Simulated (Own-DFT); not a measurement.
Si₁₂O₂₃ (quartz with two neutral oxygen vacancies, atoms displaced) (calculated)

All values are calculated (Own-DFT development build). A calculation, not a measurement: plane-wave PBE and HSE06 DFT by an unreviewed code, no spin, of a simulated cell at Gamma alone, so results move with cell size and shape, stress positive in tension, energies less offsets, not probed for a lower state with spin; oxygen file: force components 24 meV/angstrom off all-electron in a glass; k mesh not checked against a denser one; forces and stress are PBE's, HSE06 gives the energy alone, and its difference from PBE has offsets of its own; offsets are fitted by least squares, one for each functional and potential file, so energies compare only between cells with the same atoms and settings and are not formation energies; the far tail of each file's local potential was reset to the Coulomb form; each entry is a single point on an unrelaxed cell, so the pressure reflects the starting lattice, mostly measured values (interpolated for alloys), from which strain is counted, and rises with the displacements; printed positions are rounded, which can move forces by about a meV/angstrom; the program, named Own-DFT, is a retired in-house code; no spin-orbit coupling.

Common to all runs: first functional PBE; second functional HSE06; exact exchange share 0.25; screening 0.11 1/bohr; exchange divergence Gygi-Baldereschi; potential files PseudoDojo norm-conserving, scalar-relativistic, made for PBE, standard set; wave cutoff 48 hartree; occupations fixed; k mesh 1 x 1 x 1 centred on Gamma.

(1) Si₁₂O₂₃ (quartz with two neutral oxygen vacancies, atoms displaced)

```
cell vectors (Å)
   9.8268     0.0000     0.0000
  -4.9134     8.5103     0.0000
   0.0000     0.0000    10.8104
atoms (fractions of the cell vectors)
Si  0.23342  0.00920  0.00415
Si  0.99556  0.23439  0.33124
Si  0.26945  0.27288  0.16396
O   0.21078  0.13547  0.06220
O   0.43602  0.28811  0.22717
O   0.37277  0.06939  0.38620
O   0.07245  0.36430  0.43836
O   0.12628  0.20936  0.27119
O   0.30591  0.43655  0.10929
Si  0.24122  0.00703  0.50959
Si  0.00601  0.23899  0.82860
Si  0.26237  0.26672  0.66906
O   0.20641  0.13615  0.55743
O   0.41777  0.28867  0.72521
O   0.36651  0.07505  0.88696
O   0.06805  0.36132  0.94137
O   0.14056  0.20608  0.77580
O   0.28952  0.41942  0.60347
Si  0.23399  0.50236  0.99432
Si  0.00867  0.73755  0.32877
Si  0.27257  0.76899  0.16829
O   0.21281  0.63608  0.06076
O   0.43572  0.79761  0.23107
O   0.35786  0.56393  0.39668
O   0.06304  0.87381  0.43355
O   0.13426  0.71280  0.27533
O   0.29454  0.92332  0.09996
Si  0.23379  0.49826  0.49887
Si  0.99795  0.73981  0.83808
Si  0.26866  0.76818  0.66321
O   0.20748  0.63416  0.56414
O   0.42493  0.78364  0.72291
O   0.37172  0.57976  0.88811
O   0.06704  0.86150  0.93712
O   0.14039  0.70987  0.77482
O   0.29719  0.92518  0.60914
Si  0.73250  0.00120  0.00409
Si  0.49019  0.22758  0.33631
Si  0.75905  0.25461  0.16341
O   0.70124  0.13886  0.05996
O   0.92456  0.29067  0.22376
O   0.85262  0.06124  0.39798
O   0.57581  0.35831  0.44076
O   0.63412  0.20447  0.27194
O   0.78732  0.42716  0.10274
Si  0.73222  0.99912  0.49409
Si  0.49551  0.23560  0.83895
Si  0.75071  0.25791  0.66344
O   0.71064  0.14068  0.55656
O   0.92644  0.29402  0.72810
O   0.85953  0.07420  0.88760
O   0.63828  0.21235  0.78470
O   0.80112  0.42810  0.61132
Si  0.73462  0.49863  0.99993
Si  0.49646  0.73107  0.33398
Si  0.77374  0.77253  0.16342
O   0.92810  0.79922  0.22843
O   0.86602  0.58084  0.39590
O   0.57409  0.85992  0.44385
O   0.62959  0.70042  0.28075
O   0.78938  0.91871  0.10845
Si  0.73541  0.50052  0.49439
Si  0.50336  0.74520  0.84439
Si  0.75712  0.76425  0.66537
O   0.70411  0.63649  0.55998
O   0.91689  0.79085  0.72600
O   0.86690  0.57853  0.89120
O   0.56715  0.86707  0.93234
O   0.63934  0.70556  0.77482
O   0.78686  0.92252  0.60742
```

| Property | Result |
| --- | --- |
| PBE energy of cell above offsets | -15.344 eV |
| HSE06 less PBE above offsets | 0.241 eV |
| PBE pressure | 8.98 GPa |
| PBE stress xx | -5.48 GPa |
| PBE stress yy | -11.79 GPa |
| PBE stress zz | -9.68 GPa |
| PBE stress yz | -0.17 GPa |
| PBE stress xz | 0.85 GPa |
| PBE stress xy | 1 GPa |

Force:
| element | x (eV/Å) | y (eV/Å) | z (eV/Å) |
| --- | --- | --- | --- |
| Si | 3.118 | -5.249 | -4.362 |
| Si | -1.181 | -1.53 | 2.218 |
| Si | 1.018 | -0.513 | 3.249 |
| O | -2.583 | 2.597 | 1.178 |
| O | -4.905 | 1.213 | -3.686 |
| O | -2.782 | -5.132 | 4.04 |
| O | -0.861 | -0.287 | 0.158 |
| O | 3.174 | -0.154 | -1.888 |
| O | -1.028 | 0.89 | -1.629 |
| Si | -0.793 | -2.926 | -4.486 |
| Si | -1.799 | -1.837 | -0.103 |
| Si | 0.821 | -0.661 | -2.081 |
| O | -0.611 | 0.859 | 0.619 |
| O | 2.997 | 0.375 | 1.197 |
| O | -2.303 | -3.592 | 2.95 |
| O | 0.944 | 1.387 | 1.166 |
| O | -2.027 | -0.887 | 2.079 |
| O | -0.708 | 1.649 | -0.312 |
| Si | 1.42 | -0.322 | 0.405 |
| Si | -6.393 | 1.043 | 3.671 |
| Si | -0.392 | -0.492 | 0.078 |
| O | -0.395 | 0.15 | 0.394 |
| O | -2.704 | 0.785 | -2.348 |
| O | 2.277 | 2.561 | -3.387 |
| O | 2.656 | 1.871 | 1.77 |
| O | 5.893 | -0.788 | -2.847 |
| O | -0.218 | 0.854 | 0.233 |
| Si | -2.248 | -0.498 | 2.946 |
| Si | 0.968 | -2.569 | -6.943 |
| Si | 0.687 | -2.468 | 3.609 |
| O | 0.233 | -1.986 | -2.4 |
| O | 1.032 | 0.822 | 0.748 |
| O | -1.435 | -3.027 | 2.075 |
| O | 1.226 | 6.121 | 5.36 |
| O | -1.879 | 0.389 | 0.863 |
| O | -0.977 | 3.247 | -1.427 |
| Si | 0.294 | 0.486 | -2.528 |
| Si | 5.409 | 2.926 | -0.772 |
| Si | -1.413 | 5.987 | 3.971 |
| O | 1.095 | -5.197 | -4.531 |
| O | -0.522 | 0.137 | -0.806 |
| O | 5.506 | 5.344 | -7.012 |
| O | -0.64 | 0.244 | 0.591 |
| O | -0.932 | -0.355 | 0.957 |
| O | 2.894 | -2.765 | 3.085 |
| Si | -2.797 | -2.158 | 7.336 |
| Si | 1.595 | 5.017 | -0.585 |
| Si | 2.473 | 2.584 | 3.371 |
| O | -0.027 | -2.741 | -2.188 |
| O | -1.063 | -0.129 | -1.288 |
| O | -0.059 | -0.466 | 1.588 |
| O | -0.28 | -0.597 | -0.709 |
| O | -1.935 | 1.454 | -2.037 |
| Si | -3.945 | 1.581 | -2.379 |
| Si | 1.888 | -1.405 | 2.937 |
| Si | 0.342 | -8.708 | 2.229 |
| O | 1.594 | 0.477 | 0.008 |
| O | 2.005 | 0.796 | -2.381 |
| O | -2.003 | -1.254 | -0.578 |
| O | 1.93 | 0.446 | -2.063 |
| O | -3.244 | 6.003 | -3.081 |
| Si | -0.643 | 0.25 | 4.397 |
| Si | 1.84 | -7.726 | -12.36 |
| Si | 1.644 | -0.077 | -0.024 |
| O | 0.67 | -2.667 | -2.122 |
| O | 2.493 | 0.452 | 1.034 |
| O | -0.299 | -1.885 | 0.909 |
| O | 1.191 | 9.8 | 9.654 |
| O | -4.047 | -0.357 | 3.544 |
| O | -1.258 | 2.612 | -1.267 |

(2) Si₁₂O₂₃ (quartz with two neutral oxygen vacancies, atoms displaced)

```
cell vectors (Å)
   9.8268     0.0000     0.0000
  -4.9134     8.5103     0.0000
   0.0000     0.0000    10.8104
atoms (fractions of the cell vectors)
Si  0.22040  0.00035  0.00075
Si  0.99699  0.23497  0.33850
Si  0.27609  0.25916  0.16918
O   0.20689  0.14055  0.05655
O   0.41767  0.29275  0.22834
O   0.36314  0.07017  0.39380
O   0.06603  0.36176  0.44351
O   0.13635  0.21176  0.28242
O   0.30285  0.43479  0.10943
Si  0.23906  0.00643  0.49729
Si  0.99491  0.23863  0.84619
Si  0.27246  0.26831  0.66415
O   0.19300  0.12918  0.56511
O   0.42478  0.28208  0.71725
O   0.37358  0.07816  0.89339
O   0.07607  0.37324  0.93483
O   0.13950  0.20523  0.77419
O   0.29330  0.42752  0.61383
Si  0.23164  0.50538  0.00718
Si  0.00412  0.72849  0.33787
Si  0.27113  0.76821  0.16980
O   0.20539  0.62663  0.05167
O   0.42202  0.78861  0.22023
O   0.37151  0.57797  0.39674
O   0.07692  0.86600  0.44019
O   0.13724  0.71489  0.27278
O   0.29759  0.92726  0.10742
Si  0.23542  0.49555  0.50060
Si  0.00209  0.73896  0.83692
Si  0.26259  0.76289  0.66223
O   0.20724  0.64525  0.55977
O   0.42248  0.79480  0.73550
O   0.36772  0.56681  0.88845
O   0.07587  0.87580  0.94101
O   0.29296  0.92500  0.60331
Si  0.73204  0.99496  0.00157
Si  0.50406  0.22892  0.32816
Si  0.76702  0.26732  0.16672
O   0.70358  0.12354  0.06154
O   0.92311  0.29430  0.21835
O   0.88088  0.08349  0.39102
O   0.57577  0.37314  0.44278
O   0.64090  0.21226  0.27981
O   0.78482  0.41633  0.10264
Si  0.73582  0.00140  0.49529
Si  0.49743  0.23130  0.83237
Si  0.75404  0.25897  0.67179
O   0.70643  0.13180  0.56617
O   0.92718  0.28340  0.73314
O   0.86962  0.07390  0.88446
O   0.57721  0.36980  0.93569
O   0.63984  0.21084  0.77511
O   0.78742  0.42986  0.60886
Si  0.73252  0.50008  0.00465
Si  0.50704  0.74024  0.32925
Si  0.76377  0.76606  0.17199
O   0.70241  0.64081  0.05994
O   0.92685  0.79969  0.22573
O   0.86001  0.56430  0.39581
O   0.56359  0.86612  0.44332
O   0.62898  0.69847  0.26401
O   0.79545  0.93026  0.11197
Si  0.73130  0.50217  0.49209
Si  0.50127  0.73513  0.83311
Si  0.76691  0.77085  0.66742
O   0.69737  0.63537  0.55696
O   0.93452  0.80385  0.71957
O   0.57045  0.85921  0.94083
O   0.63032  0.70935  0.77137
O   0.79783  0.93522  0.60507
```

| Quantity | Value |
| --- | --- |
| PBE energy of cell above offsets | -14.008 eV |
| HSE06 less PBE above offsets | 0.354 eV |
| PBE pressure | 9.07 GPa |
| PBE stress xx | -9.7 GPa |
| PBE stress yy | -10.42 GPa |
| PBE stress zz | -7.07 GPa |
| PBE stress yz | -2.58 GPa |
| PBE stress xz | -0.85 GPa |
| PBE stress xy | -2.02 GPa |

Force:
| element | x (eV/Å) | y (eV/Å) | z (eV/Å) |
| --- | --- | --- | --- |
| Si | 7.17 | 2.935 | 0.836 |
| Si | 2.313 | 5.324 | -5.763 |
| Si | -13.69 | 1.503 | -3.59 |
| O | -0.583 | -0.064 | 0.217 |
| O | 11.8 | 1.249 | 5.574 |
| O | 2.519 | 2.276 | -3.122 |
| O | 0.321 | 2.602 | 1.618 |
| O | 1.619 | 0.218 | -1.809 |
| O | 0.21 | -1.738 | 0.723 |
| Si | -2.779 | -1.395 | 3.824 |
| Si | 4.937 | -1 | -5.756 |
| Si | -3.509 | -2.294 | 2.471 |
| O | 1.336 | -1.239 | -2.391 |
| O | 3.24 | 0.667 | 1.096 |
| O | -2.362 | -3.345 | 2.746 |
| O | 0.004 | 3.034 | 4.022 |
| O | -1.456 | 0.662 | 1.293 |
| O | -0.922 | 2.334 | -1.916 |
| Si | 8.586 | -7.351 | -5.625 |
| Si | -4.011 | 1.461 | -0.252 |
| Si | -4.271 | -1.554 | -4.37 |
| O | -6.643 | 9.396 | 5.901 |
| O | 5.174 | 0.615 | 2.481 |
| O | 0.016 | 0.129 | -0.547 |
| O | -0.472 | -0.514 | -0.209 |
| O | 1.677 | -1.334 | -0.419 |
| O | -1.543 | 1.213 | -1.161 |
| Si | -1.146 | 1.304 | 1.087 |
| Si | 0.505 | -2.6 | -2.078 |
| Si | -1.286 | 3.285 | 6.131 |
| O | 1.655 | -6.092 | -4.959 |
| O | -1.434 | 0.546 | -1.688 |
| O | -1.001 | -0.153 | 1.389 |
| O | -3.16 | -2.9 | -1.457 |
| O | -0.062 | 1.571 | -0.339 |
| Si | 1.83 | -0.359 | -2.202 |
| Si | -4.234 | 2.208 | 3.664 |
| Si | -0.724 | -3.416 | -1.65 |
| O | -1.686 | 2.325 | 1.413 |
| O | 4.103 | 0.277 | 2.986 |
| O | -4.056 | -7.674 | 3.533 |
| O | -2.968 | -5.274 | -3.968 |
| O | 2.032 | -0.782 | -1.167 |
| O | -0.156 | 1.435 | 0.613 |
| Si | 0.215 | 0.878 | 1.401 |
| Si | 0.538 | 2.274 | -1.356 |
| Si | 5.638 | 4.536 | -3.263 |
| O | 0.029 | -1.309 | -2.213 |
| O | -3.966 | 1.224 | -3.129 |
| O | -2.438 | -4.93 | 4.095 |
| O | -0.568 | -0.165 | -0.054 |
| O | -3.866 | -1.895 | 4.465 |
| O | 0.346 | -1.013 | 0.121 |
| Si | -0.277 | 3.659 | -3.12 |
| Si | -1.35 | -1.664 | 0.974 |
| Si | 2.237 | 1.48 | -3.902 |
| O | 0.727 | -1.676 | -0.51 |
| O | 2.772 | -0.962 | 2.31 |
| O | 3.679 | 2.912 | -4.207 |
| O | 1.01 | 0.728 | -1.126 |
| O | -3.166 | -0.961 | 3.835 |
| O | -0.037 | 0.214 | 0.019 |
| Si | -0.455 | 1.081 | 7.343 |
| Si | -1.571 | -2.464 | 0.793 |
| Si | 0.057 | -0.466 | -1.097 |
| O | 0.641 | 0.283 | -0.196 |
| O | 0.214 | -0.444 | 1.131 |
| O | 0.392 | 1.73 | 1.729 |
| O | 2.229 | -0.011 | -0.976 |
| O | 0.077 | -0.531 | -0.251 |

(3) Si₁₂O₂₃ (quartz with two neutral oxygen vacancies, atoms displaced)

```
cell vectors (Å)
   9.8268     0.0000     0.0000
  -4.9134     8.5103     0.0000
   0.0000     0.0000    10.8104
atoms (fractions of the cell vectors)
Si  0.22743  0.99237  0.00035
Si  0.99780  0.23402  0.33801
Si  0.26883  0.27372  0.16553
O   0.20936  0.13406  0.05272
O   0.41855  0.29228  0.22787
O   0.36936  0.07346  0.39477
O   0.07612  0.37430  0.44256
O   0.13649  0.19789  0.26865
O   0.30183  0.43296  0.10755
Si  0.23310  0.00900  0.49842
Si  0.00751  0.23889  0.83644
Si  0.25707  0.26534  0.66040
O   0.21649  0.14922  0.55966
O   0.43114  0.29971  0.72584
O   0.37609  0.07554  0.89570
O   0.12840  0.20735  0.77324
O   0.30064  0.42926  0.59863
Si  0.22898  0.48934  0.00272
Si  0.99788  0.73433  0.33642
Si  0.26344  0.76037  0.16060
O   0.42664  0.78222  0.22962
O   0.36316  0.57851  0.39293
O   0.07299  0.86022  0.43898
O   0.12147  0.69956  0.27740
O   0.29291  0.93857  0.11765
Si  0.23423  0.49462  0.49142
Si  0.00423  0.73417  0.83751
Si  0.26686  0.76416  0.66587
O   0.20294  0.63239  0.56073
O   0.42296  0.79237  0.72828
O   0.36010  0.57745  0.88843
O   0.07891  0.86643  0.94123
O   0.12946  0.70010  0.77748
O   0.29404  0.92185  0.60258
Si  0.73287  0.98847  0.99895
Si  0.50838  0.23762  0.33720
Si  0.77382  0.26715  0.16972
O   0.69797  0.13506  0.05301
O   0.93828  0.29434  0.23109
O   0.87148  0.06605  0.39846
O   0.56932  0.36718  0.44046
O   0.64275  0.21609  0.28585
O   0.78487  0.41764  0.10969
Si  0.73410  0.99006  0.49266
Si  0.49416  0.23770  0.83842
Si  0.75873  0.26194  0.66957
O   0.70415  0.13011  0.55228
O   0.92995  0.29490  0.73151
O   0.86933  0.07571  0.90051
O   0.57311  0.36127  0.93466
O   0.62684  0.20574  0.77217
O   0.79671  0.43077  0.60465
Si  0.73485  0.50157  0.00432
Si  0.50693  0.73843  0.33112
Si  0.76595  0.76704  0.17585
O   0.70207  0.62930  0.06720
O   0.92867  0.79131  0.21861
O   0.87095  0.58174  0.39197
O   0.57989  0.86872  0.43438
O   0.63436  0.70614  0.28084
O   0.79304  0.92256  0.10048
Si  0.74382  0.50266  0.49738
Si  0.49334  0.73252  0.82589
Si  0.76380  0.77072  0.66609
O   0.70732  0.63046  0.55987
O   0.93491  0.79587  0.72390
O   0.86555  0.57663  0.90066
O   0.57037  0.86669  0.94076
O   0.64411  0.71821  0.77289
O   0.79598  0.92945  0.60203
```

| Property | Result |
| --- | --- |
| PBE energy of cell above offsets | -17.548 eV |
| HSE06 less PBE above offsets | 0.225 eV |
| PBE pressure | 8.14 GPa |
| PBE stress xx | -8.39 GPa |
| PBE stress yy | -7.59 GPa |
| PBE stress zz | -8.44 GPa |
| PBE stress yz | 1.45 GPa |
| PBE stress xz | -0.74 GPa |
| PBE stress xy | -0.99 GPa |

Force:
| element | x (eV/Å) | y (eV/Å) | z (eV/Å) |
| --- | --- | --- | --- |
| Si | 3.922 | 4.985 | 1.063 |
| Si | 4.283 | -1.277 | 0.959 |
| Si | 0.462 | -4.121 | -1.45 |
| O | -1.211 | 2.057 | 1.103 |
| O | 4.27 | 0.236 | 1.971 |
| O | -0.174 | 0.149 | -0.128 |
| O | -3.051 | -4.706 | -2.477 |
| O | -3.645 | 0.207 | 2.475 |
| O | 0.296 | 1.23 | 0.232 |
| Si | 2.096 | -2.68 | 0.333 |
| Si | -2.963 | 0.958 | 3.169 |
| Si | 2.475 | 4.44 | 6.263 |
| O | 0.095 | -5.14 | -4.707 |
| O | -2.55 | -0.416 | -0.872 |
| O | -1.912 | -3.188 | 1.579 |
| O | 3.557 | -0.621 | -2.11 |
| O | -0.331 | 0.381 | 0.363 |
| Si | -2.603 | 1.397 | -2.513 |
| Si | 0.022 | 2.35 | -3.469 |
| Si | -0.475 | -0.933 | 0.815 |
| O | -2.982 | 1.454 | -3.073 |
| O | 2.025 | 1.059 | -1.962 |
| O | -0.225 | 3.496 | 2.517 |
| O | 4.124 | 0.074 | -2.812 |
| O | 1.038 | -2.033 | 0.388 |
| Si | 0.362 | 4.704 | 4.577 |
| Si | -2.123 | -0.325 | -1.842 |
| Si | -2.788 | -1.049 | -0.225 |
| O | 1.054 | -1.579 | -0.908 |
| O | 0.035 | 1.422 | -1.672 |
| O | -0.309 | -1.564 | 0.995 |
| O | -2.394 | -2.535 | -1.024 |
| O | 2.229 | 0.123 | -1.012 |
| O | -1.574 | 1.984 | -0.722 |
| Si | -3.343 | 3.708 | -0.435 |
| Si | -4.229 | -0.466 | -1.213 |
| Si | -1.172 | -2.829 | -0.574 |
| O | 1.863 | -0.343 | 1.642 |
| O | -2.744 | 0.732 | -2.554 |
| O | 1.847 | 1.817 | -2.55 |
| O | 0.924 | 2.174 | 1.46 |
| O | 3.658 | -0.339 | -2.188 |
| O | -0.022 | 1.819 | -0.252 |
| Si | -1.409 | 3.896 | 3.513 |
| Si | 0.687 | -2.369 | -4.832 |
| Si | 1.275 | -0.004 | -1.673 |
| O | 0.494 | 0.538 | 0.989 |
| O | -1.611 | 0.145 | -0.803 |
| O | 1.267 | 1.07 | -1.324 |
| O | 1.084 | 5.581 | 5.086 |
| O | 0.205 | -0.189 | 0.115 |
| O | 1.429 | -1.536 | 1.289 |
| Si | -1.285 | -1.834 | -0.153 |
| Si | -2.317 | -2.367 | 2.326 |
| Si | -0.289 | -0.832 | -2.85 |
| O | -0.65 | 0.445 | 0.508 |
| O | 1.332 | 0.407 | 1.632 |
| O | -1.203 | -3.64 | 0.801 |
| O | -2.035 | -1.46 | -0.284 |
| O | 2.746 | -0.495 | -0.708 |
| O | 1.673 | -1.357 | 3.185 |
| Si | -2.913 | -0.886 | 0.577 |
| Si | 3.11 | 0.993 | 3.373 |
| Si | 4.495 | -1.212 | -1.574 |
| O | -0.558 | 1.288 | 0.519 |
| O | -1.079 | -0.122 | 0.21 |
| O | 0.837 | 0.303 | -0.715 |
| O | -0.788 | -2.018 | -1.689 |
| O | -2.996 | -0.994 | 2.338 |
| O | 0.68 | -0.168 | 0.989 |
